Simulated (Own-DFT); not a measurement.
Simulation results for Si₂₃GeO₄₈ (quartz with substituted atoms, atoms displaced)

All values are calculated (Own-DFT development build). A calculation, not a measurement: plane-wave PBE and HSE06 DFT by an unreviewed code, no spin, of a simulated cell at Gamma alone, so results move with cell size and shape, stress positive in tension, energies less offsets, not probed for a lower state with spin; oxygen file: force components 24 meV/angstrom off all-electron in a glass; k mesh not checked against a denser one; forces and stress are PBE's, HSE06 gives the energy alone, and its difference from PBE has offsets of its own; offsets are fitted by least squares, one for each functional and potential file, so energies compare only between cells with the same atoms and settings and are not formation energies; the far tail of each file's local potential was reset to the Coulomb form; each entry is a single point on an unrelaxed cell, so the pressure reflects the starting lattice, mostly measured values (interpolated for alloys), from which strain is counted, and rises with the displacements; printed positions are rounded, which can move forces by about a meV/angstrom; the program, named Own-DFT, is a retired in-house code; no spin-orbit coupling.

Common to all runs: first functional PBE; second functional HSE06; exact exchange share 0.25; screening 0.11 1/bohr; exchange divergence Gygi-Baldereschi; potential files PseudoDojo norm-conserving, scalar-relativistic, made for PBE, standard set; wave cutoff 48 hartree; occupations fixed; k mesh 1 x 1 x 1 centred on Gamma.

(1) Si₂₃GeO₄₈ (quartz with substituted atoms, atoms displaced)

```
cell vectors (Å)
   9.8268     0.0000     0.0000
  -4.9134     8.5103     0.0000
   0.0000     0.0000    10.8104
atoms (fractions of the cell vectors)
Si  0.23453  0.99633  0.00156
Si  0.00045  0.22969  0.34366
Si  0.26472  0.26248  0.17405
O   0.20015  0.12879  0.05725
O   0.42159  0.29038  0.22796
O   0.37403  0.07506  0.40190
O   0.07189  0.36370  0.44119
O   0.13509  0.20331  0.27764
O   0.29321  0.42156  0.10468
Si  0.23432  0.99563  0.49676
Si  0.00784  0.23977  0.83509
Si  0.26814  0.26181  0.66949
O   0.22156  0.13128  0.55366
O   0.41695  0.28124  0.72859
O   0.35825  0.06757  0.89468
O   0.07610  0.36826  0.94127
O   0.14413  0.21467  0.77396
O   0.30075  0.43116  0.61665
Si  0.23976  0.49039  0.98915
Si  0.99489  0.73134  0.33494
Si  0.27666  0.77367  0.16557
O   0.20741  0.62649  0.05659
O   0.43585  0.80049  0.22816
O   0.37476  0.57341  0.38564
O   0.07201  0.86220  0.44096
O   0.13527  0.70406  0.27204
O   0.29755  0.93332  0.11521
Si  0.24381  0.49840  0.50238
Si  0.99915  0.73452  0.84156
Si  0.26431  0.76393  0.66130
O   0.21193  0.64326  0.55859
O   0.41726  0.77884  0.72615
O   0.36350  0.56692  0.90098
O   0.07245  0.86452  0.94487
O   0.13049  0.70701  0.78240
O   0.28856  0.93162  0.60865
Si  0.72988  0.00135  0.00176
Si  0.49676  0.22908  0.33430
Si  0.76683  0.26388  0.16688
O   0.70957  0.13497  0.06666
O   0.92875  0.29669  0.23299
O   0.86370  0.07239  0.39396
O   0.57304  0.37155  0.44735
O   0.63453  0.19777  0.27246
O   0.79026  0.42414  0.09605
Ge  0.73095  0.99546  0.49852
Si  0.49876  0.23790  0.83158
Si  0.76319  0.26849  0.66678
O   0.70505  0.13943  0.55472
O   0.92357  0.28281  0.72118
O   0.86892  0.07302  0.89476
O   0.56764  0.36368  0.93787
O   0.63879  0.20946  0.77181
O   0.79247  0.42657  0.60203
Si  0.73323  0.50136  0.00377
Si  0.49960  0.72377  0.33273
Si  0.76081  0.75645  0.17053
O   0.70168  0.62937  0.06248
O   0.92726  0.79781  0.23205
O   0.86163  0.55802  0.39175
O   0.57190  0.86874  0.44286
O   0.63264  0.70441  0.27548
O   0.79058  0.92573  0.10772
Si  0.73029  0.49394  0.49551
Si  0.49991  0.73337  0.84183
Si  0.76587  0.76942  0.66461
O   0.70441  0.62965  0.55630
O   0.92183  0.79290  0.73296
O   0.87145  0.57487  0.89001
O   0.57001  0.86421  0.93986
O   0.63591  0.71228  0.77086
O   0.78975  0.92157  0.60791
```

```
PBE energy of cell above offsets : -16.986 eV
HSE06 less PBE above offsets     : -0.312 eV
PBE pressure                     : 10.92 GPa
PBE stress xx                    : -10.87 GPa
PBE stress yy                    : -11.37 GPa
PBE stress zz                    : -10.53 GPa
PBE stress yz                    : 0.97 GPa
PBE stress xz                    : 0.13 GPa
PBE stress xy                    : -3.3 GPa
```

Force:
```tsv
element	x (eV/Å)	y (eV/Å)	z (eV/Å)
Si	-0.988	0.548	1.369
Si	-0.437	0.695	-4.229
Si	-2.324	-0.807	-4.549
O	-0.069	1.173	1.613
O	3.534	0.333	1.7
O	0.815	-0.754	-1.579
O	1.619	2.955	2.812
O	-1.171	-0.54	1.531
O	0.45	-0.386	0.488
Si	0.467	-1.551	0
Si	-1.866	-2.098	-1.3
Si	-1.581	-0.943	-4.186
O	-3.554	4.324	2.597
O	2.542	1.398	-0.148
O	2.181	2.006	-2.153
O	-1.876	-1.817	-1.049
O	-1.767	-1.035	1.643
O	-0.308	0.333	-1.231
Si	-5.275	-0.46	10.16
Si	2.535	-1.854	-0.269
Si	-0.792	-4.338	-0.405
O	0.418	1.579	1.01
O	0.809	-0.212	0.283
O	-2.936	-6.031	3.978
O	-0.572	-0.198	0.031
O	-0.848	0.459	0.291
O	-0.207	1.146	-0.802
Si	-1.811	0.84	-0.475
Si	-0.129	1.908	-3.047
Si	-2.257	2.739	5.149
O	1.46	-4.781	-4.281
O	1.305	0.282	1.231
O	6.751	4.916	-7.511
O	-0.584	0.277	1.196
O	2.752	0.38	-2.693
O	1.799	-1.897	1.665
Si	2.528	-0.294	-0.392
Si	1.746	2.139	0.275
Si	0.767	2.676	1.726
O	-0.492	-1.667	-2.334
O	0.386	-0.265	0.154
O	3.562	0.762	-3.74
O	-3.417	-5.387	-3.97
O	-2.441	0.503	1.267
O	2.483	-2.18	3.532
Ge	0.131	3.471	3.728
Si	1.934	-3.312	1.301
Si	2.102	-0.392	-2.19
O	-1.782	2.06	1.329
O	1.014	0.497	0.812
O	-0.36	0.353	0.241
O	0.442	1.98	1.404
O	-2.952	-0.679	2.543
O	0.591	0.264	1.081
Si	-0.241	-0.222	-5.189
Si	-1.3	7.463	-0.446
Si	0.048	3.423	-1.204
O	-0.785	0.332	0.023
O	-0.791	-0.167	-0.807
O	1.093	2.071	-1.946
O	-5.311	-7.985	-4.675
O	1.943	-0.922	-0.138
O	0.244	-1.365	0.551
Si	1.813	3.41	2.753
Si	-0.25	-1.883	-4.442
Si	2.112	-3.821	0.779
O	-0.299	1.382	0.713
O	0.553	0.329	-0.056
O	-2.775	-3.915	3.033
O	-0.346	1.962	2.074
O	-1.666	-0.876	1.745
O	1.633	1.67	1.627
```

(2) Si₂₃GeO₄₈ (quartz with substituted atoms, atoms displaced)

```
cell vectors (Å)
   9.8268     0.0000     0.0000
  -4.9134     8.5103     0.0000
   0.0000     0.0000    10.8104
atoms (fractions of the cell vectors)
Si  0.22853  0.98609  0.99910
Si  0.99982  0.23249  0.33266
Si  0.26811  0.26133  0.16158
O   0.20354  0.12313  0.06168
O   0.43078  0.28917  0.22999
O   0.35817  0.07281  0.39454
O   0.07387  0.36210  0.44601
O   0.13194  0.19946  0.27882
O   0.29741  0.43058  0.11200
Si  0.23960  0.00529  0.49636
Si  0.00437  0.23897  0.82948
Si  0.27289  0.26166  0.66293
O   0.20125  0.12880  0.55727
O   0.41693  0.28498  0.72851
O   0.37137  0.07184  0.88785
O   0.07384  0.36495  0.94290
O   0.13742  0.21205  0.77924
O   0.29951  0.43191  0.60127
Si  0.24567  0.51384  0.00602
Si  0.99417  0.74223  0.33160
Si  0.25655  0.75741  0.16334
O   0.19639  0.62648  0.05986
O   0.42187  0.80105  0.22668
O   0.36931  0.57294  0.39438
O   0.07969  0.87020  0.44753
O   0.12987  0.69656  0.26487
O   0.29460  0.93131  0.11445
Si  0.23935  0.50245  0.50036
Si  0.98980  0.73143  0.82984
Si  0.26077  0.76682  0.66527
O   0.20228  0.63017  0.56072
O   0.43766  0.79686  0.72859
O   0.36079  0.57305  0.90100
O   0.08192  0.87093  0.93750
O   0.13843  0.70684  0.77287
O   0.29881  0.94008  0.60433
Si  0.72958  0.99783  0.00205
Si  0.50910  0.24033  0.34159
Si  0.76030  0.26765  0.17184
O   0.69293  0.11996  0.06465
O   0.92373  0.29138  0.22108
O   0.86915  0.06892  0.39554
O   0.57249  0.35609  0.43728
O   0.63282  0.20797  0.26806
O   0.79984  0.42513  0.10674
Si  0.72835  0.99852  0.50649
Si  0.50719  0.24104  0.83306
Si  0.77262  0.26511  0.66799
O   0.70783  0.14273  0.56043
O   0.93386  0.28867  0.72398
O   0.87389  0.07415  0.89049
O   0.56198  0.36173  0.94252
O   0.63124  0.20146  0.76679
O   0.78336  0.42497  0.60525
Si  0.74011  0.50298  0.00541
Si  0.49918  0.72893  0.34100
Si  0.75803  0.75691  0.17019
O   0.70398  0.62926  0.04810
O   0.93239  0.79608  0.22118
O   0.85949  0.56515  0.39666
O   0.57068  0.86754  0.43318
O   0.63360  0.70314  0.26438
O   0.80073  0.93204  0.10659
Si  0.73316  0.50287  0.49553
Si  0.49795  0.73116  0.84068
Ge  0.77202  0.76582  0.66064
O   0.71154  0.64113  0.56168
O   0.92025  0.79404  0.73279
O   0.86801  0.57388  0.88827
O   0.57126  0.86388  0.93366
O   0.62756  0.69959  0.77313
O   0.78434  0.91910  0.60236
```

```
PBE energy of cell above offsets : -13.453 eV
HSE06 less PBE above offsets     : -0.144 eV
PBE pressure                     : 11.53 GPa
PBE stress xx                    : -10.07 GPa
PBE stress yy                    : -10.71 GPa
PBE stress zz                    : -13.82 GPa
PBE stress yz                    : -1.92 GPa
PBE stress xz                    : -0.02 GPa
PBE stress xy                    : -0.17 GPa
```

Force:
```tsv
element	x (eV/Å)	y (eV/Å)	z (eV/Å)
Si	4.81	6.61	1.274
Si	-0.631	0.431	0.122
Si	-0.395	-0.218	2.27
O	-0.316	0.475	-0.255
O	-1.001	0.475	-0.759
O	3.982	3.05	-4.205
O	-0.322	0.065	-0.856
O	1.524	0.629	-1.784
O	0.338	-0.126	0.26
Si	-1.371	-0.573	2.943
Si	1.129	-0.617	4.752
Si	-6.678	0.504	-0.443
O	-1.011	1.416	0.628
O	4.544	1.358	1.273
O	-0.857	-0.856	1.333
O	0.6	1.539	0.631
O	3.442	-0.021	-2.876
O	2.19	-2.079	2.254
Si	-2.194	-7.386	0.622
Si	4.989	-2.024	2.486
Si	1.622	3.181	0.064
O	-1.833	1.707	0.187
O	2.811	-1.502	1.718
O	0.133	-1.644	-0.073
O	-2.524	-3.928	-2.788
O	-4.994	-0.599	3.969
O	0.051	-1.134	-0.55
Si	-2.11	-1.126	-0.102
Si	4.911	2.117	1.275
Si	3.594	2.305	-0.448
O	-0.209	0.753	-0.228
O	-3.258	-0.375	-1.865
O	2.919	1.58	-3.295
O	-4.18	-5.748	-3.502
O	-3.302	-0.351	1.789
O	1.866	-2.645	2.234
Si	2.267	0.469	-2.031
Si	-2.518	-8.24	-7.811
Si	3.886	-2.536	-3.936
O	-1.094	2.403	1.186
O	1.56	-0.057	1.581
O	-1.398	-0.6	1.001
O	0.339	7.56	7.413
O	-2.516	-1.399	3.866
O	-0.997	2.228	-1.008
Si	0.123	1.855	-3.09
Si	-0.6	-3.176	-0.268
Si	-1.525	2.281	0.563
O	0.704	-2.774	-2.323
O	-2.693	1.488	-2.881
O	-1.897	-1.291	1.343
O	2.042	2.971	1.901
O	0.148	0.564	0.816
O	0.827	-0.223	0.89
Si	0.633	-3.88	-3.665
Si	-1.212	2.048	-5.832
Si	3.537	4.092	-7.159
O	-1.981	3.755	3.383
O	-2.203	0.078	-1.353
O	2.556	3.829	-4.241
O	0.461	2.015	2.331
O	-4.775	-2.228	5.465
O	0.455	-2.355	0.902
Si	-1.643	-1.853	4.045
Si	0.882	-1.751	-4.575
Ge	-5.75	1.85	7.303
O	0.563	-10.05	-10.34
O	6.72	2.511	2.423
O	-1.13	-2.815	2.017
O	0.511	3.164	3.848
O	-0.718	-0.937	1.566
O	-1.831	5.764	-1.383
```

(3) Si₂₃GeO₄₈ (quartz with substituted atoms, atoms displaced)

```
cell vectors (Å)
   9.8268     0.0000     0.0000
  -4.9134     8.5103     0.0000
   0.0000     0.0000    10.8104
atoms (fractions of the cell vectors)
Si  0.24459  0.00018  0.00200
Si  0.00466  0.24177  0.33601
Si  0.26754  0.25949  0.16720
O   0.20645  0.14014  0.05981
O   0.42157  0.28972  0.22980
O   0.37538  0.08251  0.38984
O   0.08257  0.37909  0.43932
O   0.13494  0.20448  0.26975
O   0.28390  0.42194  0.11362
Si  0.22731  0.00405  0.49537
Si  0.00196  0.22924  0.83127
Si  0.25794  0.26510  0.66315
O   0.21152  0.13343  0.55962
O   0.43686  0.30940  0.73076
O   0.36089  0.07108  0.89263
O   0.07209  0.35710  0.94172
O   0.13538  0.21614  0.77909
O   0.29652  0.43837  0.59910
Si  0.22877  0.50155  0.00682
Si  0.00414  0.74271  0.32812
Si  0.26716  0.75681  0.16955
O   0.19456  0.61636  0.06269
O   0.41744  0.78356  0.22805
O   0.36568  0.58211  0.38581
O   0.06898  0.86619  0.43840
O   0.13624  0.70512  0.27686
O   0.28760  0.92307  0.11651
Si  0.24360  0.50579  0.50795
Si  0.99852  0.73420  0.83224
Si  0.27080  0.76796  0.66259
O   0.20006  0.63198  0.56546
O   0.43048  0.79906  0.73417
O   0.36106  0.56437  0.89295
O   0.06677  0.86768  0.94357
O   0.13002  0.71401  0.77285
O   0.30227  0.93319  0.60338
Si  0.74519  0.00865  0.99179
Si  0.50375  0.23467  0.33483
Si  0.76869  0.26891  0.16734
O   0.71676  0.13562  0.06271
O   0.93356  0.30252  0.21735
O   0.86206  0.07316  0.40136
O   0.59017  0.38146  0.43659
O   0.63180  0.21333  0.26669
O   0.79541  0.43204  0.10894
Si  0.72596  0.00778  0.49718
Si  0.50457  0.23212  0.83825
Ge  0.76564  0.27213  0.66450
O   0.70481  0.13529  0.55818
O   0.93289  0.29489  0.71700
O   0.86576  0.07646  0.89658
O   0.57382  0.36240  0.93996
O   0.62696  0.20005  0.77662
O   0.79598  0.42678  0.61262
Si  0.74020  0.49768  0.00691
Si  0.50407  0.73257  0.34035
Si  0.76386  0.76230  0.16207
O   0.69591  0.63312  0.05767
O   0.92797  0.80071  0.22256
O   0.86152  0.57919  0.38996
O   0.57465  0.86894  0.43923
O   0.63260  0.70399  0.27857
O   0.78800  0.92551  0.10842
Si  0.73701  0.50420  0.49994
Si  0.49784  0.73088  0.83784
Si  0.76195  0.76727  0.67310
O   0.70363  0.63903  0.55403
O   0.92766  0.79136  0.72254
O   0.87066  0.56475  0.89533
O   0.57184  0.87408  0.93472
O   0.62767  0.70055  0.77784
O   0.79567  0.92976  0.61075
```

```
PBE energy of cell above offsets : -15.647 eV
HSE06 less PBE above offsets     : -0.197 eV
PBE pressure                     : 11.02 GPa
PBE stress xx                    : -11.79 GPa
PBE stress yy                    : -11.61 GPa
PBE stress zz                    : -9.67 GPa
PBE stress yz                    : -0.78 GPa
PBE stress xz                    : 2.33 GPa
PBE stress xy                    : 0.83 GPa
```

Force:
```tsv
element	x (eV/Å)	y (eV/Å)	z (eV/Å)
Si	-4.675	-1	1.663
Si	-0.021	-0.934	-1.549
Si	-2.342	2.62	-0.279
O	1.862	-3.589	-2.912
O	2.703	0.732	1.091
O	-2.511	-4.223	3.005
O	-0.448	-1.017	-0.259
O	-2.498	-0.767	2.729
O	0.268	0.745	-0.234
Si	5.314	-2.553	-0.768
Si	-5.612	3.089	1.287
Si	3.226	2.522	2.625
O	-2.686	2.58	1.162
O	-2.043	-1.43	-0.934
O	1.496	0.422	-1.403
O	-0.481	0.489	0.186
O	5.705	-0.996	-3.653
O	6.872	-6.199	8.087
Si	5.503	-6.716	-3.823
Si	-0.683	-2.402	-0.202
Si	-3.694	-0.188	-1.708
O	-4.689	6.415	3.447
O	4.656	0.931	1.797
O	-2.119	-4.485	3.751
O	-0.082	1.186	0.642
O	-0.842	-0.234	0.339
O	0.527	-0.163	-0.558
Si	-6.267	4.533	-9.174
Si	-1.384	0.283	2.217
Si	-1.299	1.673	3.162
O	0.543	-1.114	-1.379
O	-1.234	-0.239	-1.651
O	-0.415	0.531	0.666
O	0.951	0.384	0.095
O	3.778	-0.031	-1.977
O	-1.011	0.342	-1.158
Si	-4.887	-5.023	6.663
Si	-0.854	4.595	-0.755
Si	0.133	-0.387	-1.039
O	-1.024	0.524	-0.336
O	2.065	-0.336	2.712
O	2.351	3.013	-3.062
O	-3.061	-5.073	-2.408
O	1.586	-0.762	0.102
O	2.097	-1.195	2.971
Si	3.676	-2.992	2.693
Si	-3.53	0.679	-1.59
Ge	1.841	-7.299	5.033
O	-2.289	-0.965	-2
O	4.656	-0.303	2.781
O	4.369	1.842	-5.602
O	0.872	1.952	2.524
O	1.27	-1.537	0.621
O	-4.887	11.94	-5.908
Si	-3.961	1.805	-4.341
Si	-0.095	2.719	-3.666
Si	-1.776	1.087	1.926
O	1.432	-2.141	-1.401
O	1.071	-0.07	0.104
O	1.6	1.052	-0.857
O	-1.435	-0.297	0.395
O	1.98	0.214	-1.45
O	-0.268	0.58	-1.026
Si	1.944	3.244	2.62
Si	-0.904	-0.229	0.667
Si	0.124	-0.642	-2.357
O	0.085	0.406	1.528
O	-0.632	0.1	0.153
O	-0.423	0.64	0.039
O	0.858	0.871	1.111
O	1.23	-0.264	-0.254
O	-1.58	1.057	-0.919
```
